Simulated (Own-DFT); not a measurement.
# Strain and stress in bcc W, 16 atoms (W16)

These are calculations, not measurements. The program, named Own-DFT, is a retired in-house plane-wave density functional code that no person has reviewed. Each row is one single-point run on a periodic cell that was not relaxed, without spin or spin-orbit coupling.

Settings of every run: PBE; PseudoDojo norm-conserving scalar-relativistic files; cutoff 50 hartree; 5 x 5 x 5 k mesh centred on Gamma; cold (Marzari-Vanderbilt) smearing of 0.2 eV.

Known limits: forces on such cells failed a check on a denser k mesh; stress not checked against mesh or cutoff.

Unstrained cell vectors in Å: (6.330, 0.000, 0.000); (0.000, 6.330, 0.000); (0.000, 0.000, 6.330). The unstrained cell has measured lattice constants (interpolated for alloys), not those of this functional. That, the random moves and any unrelaxed bonds set the pressure at no strain. Each run strains this cell uniformly, with the atoms carried along. Every atom was also moved at random, by a Gaussian of width 0.05 Å on each axis. Strain is the symmetric tensor, in per cent. Stress is positive in tension, and the pressure is minus a third of its trace.

| run | e_xx (%) | e_yy (%) | e_zz (%) | e_yz (%) | e_xz (%) | e_xy (%) | s_xx (GPa) | s_yy (GPa) | s_zz (GPa) | s_yz (GPa) | s_xz (GPa) | s_xy (GPa) | P (GPa) | E (meV/atom) |
|---|---|---|---|---|---|---|---|---|---|---|---|---|---|---|
| 1 | 0.27 | -0.45 | -1.46 | 0.64 | -0.39 | 1.11 | -9.90 | -12.46 | -16.23 | 2.10 | -1.36 | 3.80 | 12.86 | 28.3 |
| 2 | -0.43 | -0.25 | 1.98 | 0.24 | -1.25 | 1.94 | -6.00 | -6.16 | 0.63 | 1.33 | -3.40 | 5.63 | 3.84 | 33.0 |
| 3 | 0.61 | 0.44 | -1.18 | -0.18 | 0.58 | -1.18 | -5.27 | -5.93 | -11.72 | -0.39 | 1.76 | -3.80 | 7.64 | 9.4 |
| 4 | -0.92 | -1.72 | 1.89 | -1.96 | 1.84 | 2.00 | -13.76 | -15.84 | -5.08 | -7.59 | 7.09 | 7.11 | 11.56 | 78.5 |
| 5 | -0.91 | -1.84 | -1.46 | -1.37 | -1.17 | 1.08 | -21.82 | -24.91 | -23.55 | -4.85 | -3.57 | 3.72 | 23.43 | 98.9 |
| 6 | 0.00 | 0.34 | 1.33 | 0.67 | 1.33 | -0.99 | -4.00 | -3.06 | -0.44 | 2.09 | 4.16 | -2.77 | 2.50 | 17.5 |
| 7 | 0.98 | -1.46 | 1.83 | -0.68 | 0.60 | 0.11 | -0.78 | -9.52 | 1.54 | -1.99 | 1.67 | 0.50 | 2.92 | 0.0 |
| 8 | -0.14 | -0.16 | 1.39 | -1.83 | 1.59 | 0.23 | -5.72 | -5.73 | -0.78 | -5.42 | 4.98 | 1.29 | 4.08 | 9.6 |
| 9 | -0.43 | 1.79 | 0.82 | 1.00 | 1.35 | 1.78 | -5.01 | 1.43 | -1.00 | 2.63 | 3.71 | 5.03 | 1.53 | 45.8 |
| 10 | 1.81 | -1.83 | -1.85 | -0.20 | -1.39 | -1.81 | -6.76 | -19.74 | -18.95 | -1.11 | -4.67 | -6.02 | 15.15 | 77.4 |
| 11 | -1.79 | -0.85 | 0.27 | 0.45 | -0.47 | -0.08 | -19.06 | -15.98 | -12.31 | 1.44 | -1.71 | -0.46 | 15.78 | 38.7 |
| 12 | 0.24 | 0.97 | 1.14 | 1.68 | 0.33 | -1.81 | -2.18 | 0.13 | -0.27 | 5.12 | 1.68 | -5.20 | 0.77 | 31.2 |
| 13 | 0.09 | 0.86 | -0.55 | -0.77 | 1.14 | 1.13 | -6.89 | -4.30 | -9.27 | -2.84 | 3.54 | 3.49 | 6.82 | 35.9 |
| 14 | 1.16 | 1.12 | -0.64 | 0.22 | -1.74 | -1.22 | -1.00 | -1.18 | -6.69 | 0.32 | -4.74 | -3.56 | 2.96 | 26.0 |
| 15 | 1.80 | 1.41 | -1.16 | -1.23 | 0.23 | -0.87 | ? | ? | ? | ? | ? | ? | ? | ? |

E is the free energy for each atom above the lowest run shown.

## Worked fit

Each stress component was fitted by least squares to a constant and the strains of the runs shown, as fractions, with shears doubled. Shear strains stay in the fit of a normal stress only where such slopes are resolved. The slopes, in GPa:

```
stress,at no strain,per e_xx,per e_yy,per e_zz,scatter
s_xx,-8.0,578 ± 25,232 ± 19,236 ± 17,0.79
s_yy,-8.3,225 ± 27,562 ± 20,233 ± 18,0.86
s_zz,-8.4,240 ± 23,231 ± 17,549 ± 16,0.73
```

Each shear stress against twice its own strain: yz 160 ± 12, xz 148 ± 9, xy 151 ± 6 GPa. These are stiffnesses along x, y and z of the frame in which the cell vectors are given, which need not be the crystal's axes. The atoms are held to the strained lattice; where symmetry lets them move under strain, relaxing them would lower some slopes. The table should be nearly symmetric about its diagonal, and what it lacks of that shows the noise. A ninth of its sum, 343 ± 10 GPa, estimates the bulk modulus near the mean pressure of these runs, 8.0 GPa, so it lies above the value at zero pressure.

## Withheld run

Question: what normal stresses and pressure should run 15 give?

The fit gives s_xx = 2.9, s_yy = 1.0, s_zz = -7.2 and P = 1.1 GPa. The calculation gave 2.79, 1.52, -7.36 and P = 1.02 GPa.
